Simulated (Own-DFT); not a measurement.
Simulation results for SiC (3C silicon carbide, strained, atoms displaced), Si3N4 (beta silicon nitride, strained, atoms displaced), GaP (zincblende, strained, atoms displaced), SiC (2H silicon carbide, atoms displaced)

A calculation, not a measurement: plane-wave PBE density functional theory by an unreviewed code, no spin, of a simulated periodic cell, stress positive in tension, free energy of the whole cell less one offset for each atom, forces on such cells passed a denser k mesh, this cell's mesh not checked; offsets are fitted by least squares, one for each functional and potential file, so energies compare only between cells with the same atoms and settings and are not formation energies; the far tail of each file's local potential was reset to the Coulomb form; each entry is a single point on an unrelaxed cell, so the pressure reflects the starting lattice, mostly measured values (interpolated for alloys), from which strain is counted, and rises with the displacements; printed positions are rounded, which can move forces by about a meV/angstrom; the program, named Own-DFT, is a retired in-house code; no spin-orbit coupling. Program: Own-DFT development build.

Common to all runs: functional PBE; potential files PseudoDojo norm-conserving, scalar-relativistic, standard set; wave cutoff 42 hartree; occupations Fermi-Dirac; smearing width 0.1 eV.

(1) 
```xyz
96
Lattice="13.1207 0.0674 -0.1484 0.0450 8.8044 -0.1164 -0.0989 -0.1164 8.8007" Properties=species:S:1:pos:R:3:force_x:R:1:force_y:R:1:force_z:R:1 formula=SiC hardware=one_NVIDIA_H200 k_mesh=3_x_4_x_4_centred_on_Gamma free_energy_of_cell_above_offsets=-7.282 pressure=0.9 stress_xx=-1.89 stress_yy=-0.29 stress_zz=-0.52 stress_yz=-7.48 stress_xz=-6.36 stress_xy=2.04 wall_time=567.7
Si    -0.0802    -0.1160     8.7779     -1.708       0.28      1.469
Si     0.0538     2.1780     2.1877     -2.128     -0.785     -0.682
Si     2.0836     0.0038     2.1560      1.351     -1.682      1.071
Si     2.0530     1.9823     8.6909      0.866      2.966      1.141
C      1.1668     1.0715     1.0704     -2.507      0.861     -1.071
C      1.0530     3.1707     3.2744      1.932      2.604     -0.168
C      3.2333     1.0303     3.2102      0.896     -0.348      0.456
C      3.3087     3.2252     1.0429      -0.75      1.871     -1.397
Si     0.0230     8.7120     4.3565     -1.256      1.305     -2.743
Si    13.0523     2.1006     6.5153     -1.011      2.106     -2.714
Si     2.1671     8.7015     6.5118     -1.117     -0.246     -1.093
Si     2.1512     2.1043     4.2982     -0.348     -0.335      0.964
C      0.9618     1.0150     5.4565      2.874      0.312      1.523
C      0.9867     3.2424     7.6610      0.656     -1.046     -0.448
C      3.2229     1.0084     7.6339     -0.383     -0.186     -0.047
C      3.2205     3.2085     5.3530     -0.072      0.649      1.067
Si    13.0325     4.4260     8.5665      0.307     -1.383      0.849
Si    13.1264     6.6322     1.9139     -1.521      0.205      0.072
Si     2.2714     4.4597     2.1481     -3.179     -3.811     -2.941
Si     2.2860     6.6430    -0.1093     -2.182     -0.973      -0.41
C      1.1022     5.5321     0.9365      1.452      0.178      1.584
C      0.9748     7.6902     3.1459      2.429      -0.78      0.758
C      3.2514     5.4108     3.2079      0.685      2.454      0.984
C      3.2444     7.7023     0.9576       1.41      0.741      1.364
Si     0.0484     4.3853     4.2749     -2.875     -2.639      0.575
Si    -0.0332     6.4622     6.4085     -1.271      2.929      3.469
Si     2.1287     4.3662     6.4798      -0.64     -1.903      0.235
Si     2.1439     6.5159     4.2851     -0.714      1.147     -0.285
C      0.9868     5.4631     5.4352       2.82     -1.307      -2.01
C      1.0177     7.5974     7.6932      1.064     -0.631     -2.807
C      3.1528     5.3941     7.5844      1.174      1.049     -0.507
C      3.2572     7.5925     5.3615     -0.796      0.981     -0.524
Si     4.3447     0.0581    -0.0174      0.905     -1.248      0.197
Si     4.3936     2.1818     2.0567     -0.903     -0.098       1.86
Si     6.5337     0.0313     2.1805     -0.535     -1.166     -1.514
Si     6.3787     2.1676     8.6544      2.457      -0.29       0.65
C      5.4847     1.1443     1.0472      0.171     -0.727     -0.603
C      5.4171     3.2529     3.2075      0.745      1.049     -0.632
C      7.6419     1.1089     3.1575     -0.971      0.018      1.549
C      7.6924     3.4468     0.9400     -1.122     -1.854      0.624
Si     4.3993     8.6787     4.2533     -0.992      1.703     -0.314
Si     4.2896     2.1169     6.5505     -0.108      0.756     -0.841
Si     6.5651    -0.0504     6.4725     -2.009     -0.135      1.964
Si     6.4961     2.2340     4.3312     -0.045     -1.276     -0.549
C      5.4160     1.0847     5.4610       0.16     -1.037     -0.941
C      5.3198     3.2667     7.6189       1.01     -0.469      -1.69
C      7.5864     0.9996     7.5653      0.378      1.396      0.912
C      7.6243     3.2133     5.3786      0.397      0.782      0.209
Si     4.2930     4.3473     8.6329     -0.929     -0.453      1.777
Si     4.2943     6.5292     2.0867      0.815      1.253      -0.95
Si     6.5692     4.5004     2.0949     -1.301     -2.517     -1.409
Si     6.6385     6.5962    -0.0681     -2.108      0.203      -2.14
C      5.4533     5.5662     0.9725     -0.187     -0.875      0.389
C      5.4541     7.5889     3.1338     -0.512      2.164     -0.599
C      7.5970     5.4906     3.1257      1.769      1.373      1.629
C      7.6771     7.7255     0.8664      0.215      0.084      2.513
Si     4.3068     4.3335     4.2387      1.156     -0.505      1.971
Si     4.2913     6.5650     6.4242       1.16     -0.842      2.576
Si     6.5201     4.3688     6.4417     -0.937     -1.222      0.131
Si     6.4954     6.6314     4.2178      1.648     -2.131      1.921
C      5.3958     5.4729     5.4250      0.276      -0.36     -2.044
C      5.3942     7.6074     7.6509      0.285      0.259     -1.718
C      7.5193     5.3771     7.5469       1.77      1.622       0.81
C      7.6743     7.6448     5.4044     -0.779      0.329     -2.904
Si     8.7410     8.7918    -0.1689      1.115      1.488      -1.22
Si     8.7071     2.1634     2.0596      0.762      2.286     -0.625
Si    10.8504     0.0495     2.1285      0.235      -0.59     -0.701
Si    10.8573     2.1705     8.5847     -0.574      0.291      2.314
C      9.8268     1.1226     0.9976      -0.54      0.109      -0.93
C      9.8630     3.2574     3.1382     -1.191      0.116     -0.164
C     11.9425     1.1172     3.1003      1.839     -0.426      1.156
C     12.0935     3.4333     1.0235     -0.009     -1.367     -3.191
Si     8.6433     0.0065     4.2812      1.301     -1.356      0.932
Si     8.8045     2.1261     6.4696      -2.64      -0.86     -0.823
Si    10.8369     0.0288     6.5171      0.206     -3.075     -0.271
Si    10.8620     2.0600     4.2800      1.348      2.799     -1.866
C      9.8876     1.0099     5.3590     -2.877      0.275       0.01
C      9.7227     3.2470     7.4786      2.231      1.396      2.332
C     11.8786     1.0481     7.5364      2.048      0.608      1.412
C     11.9280     3.2288     5.1941      1.679      1.618      3.249
Si     8.6932     4.3649     8.6407     -0.485     -0.723      -0.47
Si     8.7416     6.6129     2.0075      0.128     -0.531      0.096
Si    10.9469     4.4554     1.9762     -1.351     -1.679      1.202
Si    11.0131     6.6815    -0.1448     -0.939      0.925     -1.281
C      9.9136     5.5578     0.8988     -0.786      0.094     -0.127
C      9.8326     7.6263     3.1164     -0.585      1.967      -0.29
C     11.9669     5.4277     3.0600      1.814      3.173      1.115
C     11.9810     7.8576     0.8745      1.697     -1.271     -0.082
Si     8.7433     4.3172     4.2456      0.232        0.6      0.149
Si     8.7096     6.5300     6.4490     -0.431     -0.106      0.728
Si    10.9192     4.4833     6.5647     -1.372     -3.725     -3.887
Si    10.9535     6.6752     4.2110       0.02     -1.967       0.69
C      9.7718     5.4325     5.4590      0.702      0.892     -2.206
C      9.7692     7.6527     7.5025      0.682      -0.14       0.25
C     11.9899     5.5211     7.4774      0.976       0.97      1.193
C     12.1198     7.7986     5.2855     -2.576     -2.162      0.734
```

Units: free_energy_of_cell_above_offsets in eV; pressure, stress_xx, stress_yy, stress_zz, stress_yz, stress_xz, stress_xy in GPa; wall_time in s; force_x, force_y, force_z in eV/Å.

(2) 
```xyz
42
Lattice="7.7058 0.0457 0.0116 -3.8133 6.6232 -0.1263 0.0134 -0.1596 8.7390" Properties=species:S:1:pos:R:3:force_x:R:1:force_y:R:1:force_z:R:1 formula=Si3N4 k_mesh=3_x_3_x_3_centred_on_Gamma free_energy_of_cell_above_offsets=-3.136 pressure=2.23 stress_xx=0.67 stress_yy=-0.9 stress_zz=-6.46 stress_yz=-5.2 stress_xz=0.99 stress_xy=4.17
Si    -1.5670     5.0783     0.6354      0.698     -4.213      0.618
Si     0.2332     2.6822     0.7573      -1.18      2.024        0.3
Si     1.4956     5.4157     0.5636     -2.174      1.033      3.474
Si     5.4076     1.5967     2.1105      4.474     -3.361      1.649
Si     3.6642     3.9469     2.2081      1.993     -1.459     -4.749
Si     2.4372     1.0832     2.1203      0.529      1.095      3.163
N      2.4052     0.0494     0.7859      0.194       6.21     -2.194
N      6.3169     2.1483     0.6935     -1.064     -1.689      0.181
N      2.8498     4.3882     0.6571      0.313      0.274      0.471
N      1.3988     6.3142     2.1331      1.143      2.411     -0.971
N     -2.4344     4.6517     2.0846     -1.451     -1.032     -0.605
N      1.0267     2.2642     2.2078      2.919     -2.898     -1.467
N      0.0645     4.4308     0.6901     -0.444     -0.752     -0.597
N      3.9067     2.1570     2.1242     -4.707      1.965      0.073
Si    -1.6185     5.0632     3.4836      2.066     -0.464      3.571
Si     0.2830     2.5897     3.6607     -3.596      2.831      -1.17
Si     1.4690     5.4070     3.6624     -1.598     -0.046     -3.481
Si     5.5264     1.4770     5.0431     -1.429      0.429      1.334
Si     3.6241     3.8469     5.0189      3.531     -0.817     -0.074
Si     2.3727     1.1119     5.1196      2.859     -0.362     -0.327
N      2.4326     0.1603     3.7333     -0.529      0.131     -3.142
N      6.3420     1.9798     3.6722      0.166     -0.109     -2.488
N      2.9199     4.4231     3.5439     -2.241      0.712      3.523
N      1.5146     6.3526     5.0734      0.444        0.3     -0.346
N     -2.4334     4.5612     5.0215     -0.855      0.132      0.123
N      1.0219     2.1202     5.0448       0.95     -0.115      3.372
N      0.0660     4.3662     3.5353     -0.602     -0.403      1.101
N      3.8594     2.0970     5.0888     -0.539       0.62     -0.362
Si    -1.6109     5.0392     6.5751     -0.057     -1.683     -3.091
Si     0.2466     2.5713     6.5855     -1.457      1.397     -0.427
Si     1.5125     5.3831     6.4593     -2.875     -1.039      1.282
Si     5.4405     1.3751     7.9822      2.814      2.863     -0.491
Si     3.6375     3.8686     7.9277      2.906      -2.39      1.334
Si     2.4466     1.0212     7.9891      1.768      0.386      1.194
N      2.4890     0.1121     6.5291     -0.982      0.376      1.172
N      6.3500     1.9812     6.4686      -0.53      -1.61      2.229
N      2.8710     4.2761     6.4972     -1.934      1.523     -0.548
N      1.4065     6.3405     7.9411      1.051     -2.089     -0.591
N     -2.4114     4.4564     7.9746     -1.473      0.507     -0.803
N      1.0415     2.0508     8.0794      1.181     -1.033      -1.93
N     -0.0528     4.3149     6.6000      3.456      0.327     -0.615
N      3.9493     2.1040     7.9490     -3.738      0.018      0.305
```

Units: free_energy_of_cell_above_offsets in eV; pressure, stress_xx, stress_yy, stress_zz, stress_yz, stress_xz, stress_xy in GPa; force_x, force_y, force_z in eV/Å.

(3) 
```xyz
64
Lattice="10.8620 0.0000 0.0000 0.0000 10.8620 0.0000 0.0000 0.0000 10.9439" Properties=species:S:1:pos:R:3:force_x:R:1:force_y:R:1:force_z:R:1 formula=GaP k_mesh=3_x_3_x_3_centred_on_Gamma free_energy_of_cell_above_offsets=-34.872 pressure=3.18 stress_xx=-3.34 stress_yy=-3.35 stress_zz=-2.86 stress_yz=-0.19 stress_xz=0.34 stress_xy=0.04
Ga     0.0139     0.0530    10.9408      0.081     -0.593      0.133
Ga     0.0033     2.7252     2.7111       0.19     -0.332      0.131
Ga     2.7272     0.0066     2.7689      -0.34     -0.542     -0.224
Ga     2.7019     2.7318     0.0105     -0.121      0.073     -0.238
P      1.4103     1.3235     1.3426     -0.488      0.472      0.551
P      1.3428     4.1042     4.1091      0.492     -0.411     -0.377
P      4.0592     1.3285     4.0693       0.31      0.374      0.759
P      3.9940     4.1006     1.3549      0.943     -0.066      0.318
Ga     0.0327     0.0152     5.4972     -0.606      0.001     -0.502
Ga     0.0599     2.7198     8.2255      -0.85     -0.267     -0.035
Ga     2.6895    10.8529     8.1722      0.146     -0.002      0.485
Ga     2.7234     2.7148     5.4677      -0.08     -0.005     -0.039
P      1.3413     1.3486     6.8539      0.458      0.394     -0.216
P      1.3267     4.0915     9.5578      0.679     -0.181       0.24
P      4.0048     1.3471     9.6023      0.766      0.224     -0.403
P      4.0848     4.1292     6.8227      -0.68     -1.055      0.846
Ga     0.0142     5.4314    10.8874      -0.53      0.449      0.645
Ga    10.8383     8.1333     2.7369      0.331      0.681      -0.25
Ga     2.7677     5.4943     2.7809     -0.894     -0.235     -0.598
Ga     2.7153     8.1780     0.0052      0.144      0.193      0.132
P      1.3311     6.8645     1.3600      0.407     -0.887     -0.059
P      1.3521     9.4611     4.1377     -0.184      0.635     -0.451
P      4.0754     6.8092     4.0887      0.179       0.25      0.991
P      4.1002     9.5646     1.3591     -0.358     -0.638      0.274
Ga     0.0258     5.4249     5.4410     -0.628      -0.23      0.474
Ga     0.0005     8.1859     8.1689      0.018     -0.334      0.374
Ga     2.7048     5.4310     8.2201      0.261      0.326      0.112
Ga     2.6407     8.1506     5.5136      0.826      -0.23      -0.04
P      1.3362     6.7378     6.8306          0      0.433       0.37
P      1.3605     9.5056     9.5890     -0.163      0.113       -0.3
P      4.0937     6.8680     9.5665      -0.52     -1.046      0.455
P      4.0776     9.5285     6.8464     -0.175     -0.362     -0.238
Ga     5.4534     0.0212     0.0502     -0.157      0.039     -0.849
Ga     5.4544     2.6769     2.7606     -0.353      0.694      -0.32
Ga     8.1352    10.8479     2.7929      0.147      0.112     -0.405
Ga     8.1409     2.7355    10.9065      0.103     -0.482      0.337
P      6.7662     1.3488     1.3724      0.718      0.331      0.177
P      6.7643     4.1337     4.1215      0.383     -0.583     -0.302
P      9.4548     1.4199     4.1264      0.741     -0.605     -0.173
P      9.4803     4.0572     1.3908      0.465      0.128     -0.792
Ga     5.4483    10.8222     5.4481     -0.499      0.619      0.347
Ga     5.4623     2.7768     8.2413     -0.884     -0.766     -0.238
Ga     8.1057     0.0092     8.1354      0.228      0.389      0.528
Ga     8.1206     2.7184     5.4765     -0.073      0.557      0.116
P      6.7563     1.3944     6.8147     -0.196     -0.184      0.133
P      6.7783     4.0668     9.5724       0.26      0.733      0.287
P      9.5222     1.3178     9.5899     -0.359      0.634     -0.573
P      9.4905     4.0535     6.8842      0.306      0.137       -0.5
Ga     5.4472     5.4665     0.0203     -0.295     -0.148      0.022
Ga     5.4111     8.1460     2.7230     -0.006      0.258      0.043
Ga     8.2162     5.4225     2.7347     -0.422      0.392      0.425
Ga     8.1487     8.1504    10.8918     -0.015      0.257      0.795
P      6.7955     6.7941     1.4251      0.385      0.089     -0.528
P      6.7519     9.5032     4.1347      0.453     -0.489     -0.437
P      9.5842     6.8214     4.0927     -1.087     -0.373      0.519
P      9.5496     9.5335     1.3786     -0.582     -0.101     -0.055
Ga     5.3915     5.3539     5.5100      0.619      1.511     -0.636
Ga     5.3802     8.0977     8.1803      0.962      0.996     -0.016
Ga     8.1486     5.4435     8.2000     -0.041     -0.192       0.12
Ga     8.1087     8.1369     5.4961      0.741      0.299      -0.36
P      6.8264     6.8007     6.8423     -0.832     -0.533     -0.039
P      6.8381     9.5604     9.5795     -0.921     -0.439     -0.271
P      9.4632     6.8114     9.5481      0.637     -0.165     -0.022
P      9.5002     9.5464     6.8631     -0.043     -0.315     -0.652
```

Units: free_energy_of_cell_above_offsets in eV; pressure, stress_xx, stress_yy, stress_zz, stress_yz, stress_xz, stress_xy in GPa; force_x, force_y, force_z in eV/Å.

(4) 
```xyz
32
Lattice="6.1654 0.0000 0.0000 -3.0827 5.3394 0.0000 0.0000 0.0000 10.0681" Properties=species:S:1:pos:R:3:force_x:R:1:force_y:R:1:force_z:R:1 formula=SiC hardware=one_NVIDIA_H100 k_mesh=5_x_5_x_3_centred_on_Gamma free_energy_of_cell_above_offsets=-4.691 pressure=3.82 stress_xx=-3.27 stress_yy=-1.46 stress_zz=-6.71 stress_yz=0 stress_xz=-0.1 stress_xy=0.94 wall_time=118.8
Si     6.1362     0.0181     0.0074      1.304     -0.182      0.318
Si     0.0023     1.8166     2.5652     -0.122     -0.603     -1.943
C      6.1621     0.0018     1.9299      0.198      0.607     -0.808
C      0.0014     1.7940     4.3804      0.983     -0.625      1.115
Si    -3.0439     5.3223     5.0381     -1.249      0.261       0.63
Si    -0.0128     1.7956     7.5199       1.63     -0.691      1.203
C     -3.0733     5.3267     6.9956     -0.482      0.268     -1.487
C      0.0494     1.7500     9.4699     -0.644      1.268     -0.533
Si    -1.5152     2.6529     0.0162     -0.086      0.197     -0.739
Si    -1.5331     4.4571     2.4972     -0.337     -0.073      0.682
C     -1.5458     2.6900     1.8848      0.021     -0.444      0.679
C     -1.5703     4.4419     4.4407      1.508     -0.276     -0.837
Si    -1.4787     2.6401     5.0070     -1.714      0.779      1.076
Si    -1.5233     4.4631     7.5513     -0.129     -0.208     -0.029
C     -1.5085     2.6537     6.9665     -0.642      0.555     -1.127
C     -1.5417     4.4715     9.4305     -0.094     -0.874       0.53
Si    -0.0155     5.3074    10.0599      0.579      0.471      0.097
Si     3.0707     1.7779     2.5303      0.359     -0.038     -0.814
C      0.0207     5.3121     1.8957     -0.566      0.741      -0.34
C      3.0594     1.7748     4.3955      1.276     -0.124     -0.045
Si     3.0936     0.0189     5.0292       0.05     -0.786     -0.459
Si     3.1047     1.7713     7.5960      0.021      0.131     -0.603
C      3.0755     0.0291     6.8870      0.522     -0.573      1.062
C      3.0797     1.7592     9.4585       0.47      0.192      0.482
Si     1.5640     2.6799     0.0554     -0.121     -0.401     -2.038
Si     1.5421     4.4775     2.4954      0.442     -0.844      0.093
C      1.5446     2.6576     1.8504      -0.01      0.498      2.044
C      1.5672     4.4798     4.3428     -0.376      -0.64      1.523
Si     1.5785     2.6365     5.0044     -0.635      1.638      0.748
Si     1.5171     4.4482     7.6041      0.648     -0.209     -2.088
C      1.6101     2.6504     6.9230     -1.273      0.533     -0.123
C      1.5962     4.4607     9.4095     -1.533     -0.548      1.732
```

Units: free_energy_of_cell_above_offsets in eV; pressure, stress_xx, stress_yy, stress_zz, stress_yz, stress_xz, stress_xy in GPa; wall_time in s; force_x, force_y, force_z in eV/Å.
